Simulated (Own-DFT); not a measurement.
# How strain changes the stress of C40 NbSi2, 36 atoms (Nb12Si24)

These are calculations, not measurements. They come from Own-DFT, an in-house plane-wave density functional program, since retired, whose code no person has reviewed. Each row is one single-point run on a periodic cell that was not relaxed, without spin or spin-orbit coupling.

Settings of every run: PBE; PseudoDojo norm-conserving scalar-relativistic files; cutoff 42 hartree; 4 x 4 x 5 k mesh centred on Gamma; cold (Marzari-Vanderbilt) smearing of 0.2 eV.

Known limits: forces on such cells failed a check on a denser k mesh; stress not checked against mesh or cutoff.

Unstrained cell vectors in Å: (0.000, 8.324, 0.000); (-9.613, 0.000, 0.000); (0.000, 0.000, 6.586). The unstrained cell was taken from the Materials Project. The random moves and any unrelaxed bonds add to the pressure at no strain. Each run strains this cell uniformly, with the atoms carried along. Every atom was also moved at random, by a Gaussian of width 0.05 Å on each axis. Strain is the symmetric tensor, in per cent. Stress is positive in tension, and the pressure is minus a third of its trace.

| run | e_xx (%) | e_yy (%) | e_zz (%) | e_yz (%) | e_xz (%) | e_xy (%) | s_xx (GPa) | s_yy (GPa) | s_zz (GPa) | s_yz (GPa) | s_xz (GPa) | s_xy (GPa) | P (GPa) | E (meV/atom) |
|---|---|---|---|---|---|---|---|---|---|---|---|---|---|---|
| 1 | 0.80 | 0.09 | 1.13 | -1.66 | 0.34 | 0.13 | 1.15 | -1.19 | 1.63 | -4.27 | 0.43 | 0.51 | -0.53 | 11.5 |
| 2 | -0.35 | -0.14 | -0.61 | 0.95 | 1.67 | 0.95 | -5.04 | -3.16 | -7.01 | 3.02 | 5.43 | 2.84 | 5.07 | 9.9 |
| 3 | 0.38 | 1.95 | 0.61 | -1.41 | -1.70 | 1.26 | 0.59 | 4.77 | 0.55 | -3.90 | -4.17 | 3.18 | -1.97 | 8.1 |
| 4 | 0.73 | 0.99 | 1.92 | -0.10 | 1.00 | 0.89 | 1.65 | 2.42 | 6.00 | -0.03 | 2.76 | 2.39 | -3.36 | 6.5 |
| 5 | 1.16 | -1.67 | 1.19 | 0.27 | -0.28 | -1.05 | 2.07 | -7.41 | 0.96 | 0.61 | -1.03 | -2.58 | 1.46 | 4.3 |
| 6 | 1.61 | -0.65 | -0.33 | -1.68 | 0.12 | -1.56 | 2.29 | -3.88 | -5.44 | -5.02 | 0.81 | -3.78 | 2.34 | 19.0 |
| 7 | -0.38 | 0.05 | -0.55 | -0.64 | 1.89 | 0.51 | -4.65 | -3.13 | -6.94 | -2.08 | 6.68 | 2.12 | 4.91 | 15.6 |
| 8 | 0.53 | -1.43 | -1.55 | 0.94 | 1.20 | 0.45 | -2.16 | -8.56 | -12.01 | 2.94 | 4.68 | 1.01 | 7.57 | 4.7 |
| 9 | -1.88 | -0.15 | 0.18 | 1.92 | 0.31 | -1.14 | -10.10 | -4.85 | -4.41 | 5.73 | 0.42 | -3.87 | 6.45 | 20.3 |
| 10 | 0.04 | -1.71 | 1.97 | -1.96 | 1.19 | 1.34 | -2.94 | -7.97 | 2.18 | -6.26 | 2.85 | 4.51 | 2.91 | 44.3 |
| 11 | 0.72 | -1.87 | -1.78 | 0.83 | -1.81 | -1.60 | -2.13 | -12.14 | -13.85 | 2.62 | -5.63 | -4.68 | 9.37 | 36.0 |
| 12 | -1.23 | -1.05 | -1.24 | 1.23 | -1.65 | -2.00 | -9.78 | -8.49 | -11.57 | 3.55 | -5.27 | -6.84 | 9.94 | 24.7 |
| 13 | -1.64 | 1.47 | -0.24 | 1.18 | -0.96 | -0.78 | -7.12 | 0.96 | -5.24 | 3.78 | -3.35 | -2.39 | 3.80 | 10.8 |
| 14 | 0.17 | 0.37 | 0.52 | 0.66 | -0.39 | -1.62 | -1.25 | 0.17 | -1.38 | 1.91 | -1.49 | -4.43 | 0.82 | 0.0 |
| 15 | -0.55 | 0.19 | 0.79 | 0.76 | 1.90 | -0.45 | -3.85 | -1.58 | -1.24 | 2.61 | 5.00 | -1.05 | 2.22 | 12.4 |
| 16 | 0.95 | 0.58 | -1.58 | -1.45 | -0.54 | 1.97 | ? | ? | ? | ? | ? | ? | ? | ? |

E is the free energy for each atom above the lowest run shown.

## Worked fit

Each stress component was fitted by least squares to a constant and the strains of the runs shown, as fractions, with shears doubled. Shear strains stay in the fit of a normal stress only where such slopes are resolved. The slopes, in GPa:

| stress | at no strain | per e_xx | per e_yy | per e_zz | scatter |
|---|---|---|---|---|---|
| s_xx | -2.7 | 387 ± 16 | 78 ± 14 | 60 ± 14 | 0.57 |
| s_yy | -2.8 | 73 ± 20 | 380 ± 18 | 74 ± 17 | 0.70 |
| s_zz | -4.2 | 70 ± 12 | 99 ± 10 | 446 ± 10 | 0.41 |

Each shear stress against twice its own strain: yz 152 ± 5, xz 153 ± 6, xy 135 ± 6 GPa. These are stiffnesses along x, y and z of the frame in which the cell vectors are given, which need not be the crystal's axes. The atoms are held to the strained lattice; where symmetry lets them move under strain, relaxing them would lower some slopes. The table should be nearly symmetric about its diagonal, and what it lacks of that shows the noise. A ninth of its sum, 185 ± 4 GPa, estimates the bulk modulus near the mean pressure of these runs, 3.4 GPa, so it lies above the value at zero pressure.

## Withheld run

Question: what normal stresses and pressure should run 16 give?

The fit gives s_xx = 0.5, s_yy = -1.1, s_zz = -10.0 and P = 3.5 GPa. The calculation gave -0.37, -1.21, -10.54 and P = 4.04 GPa.
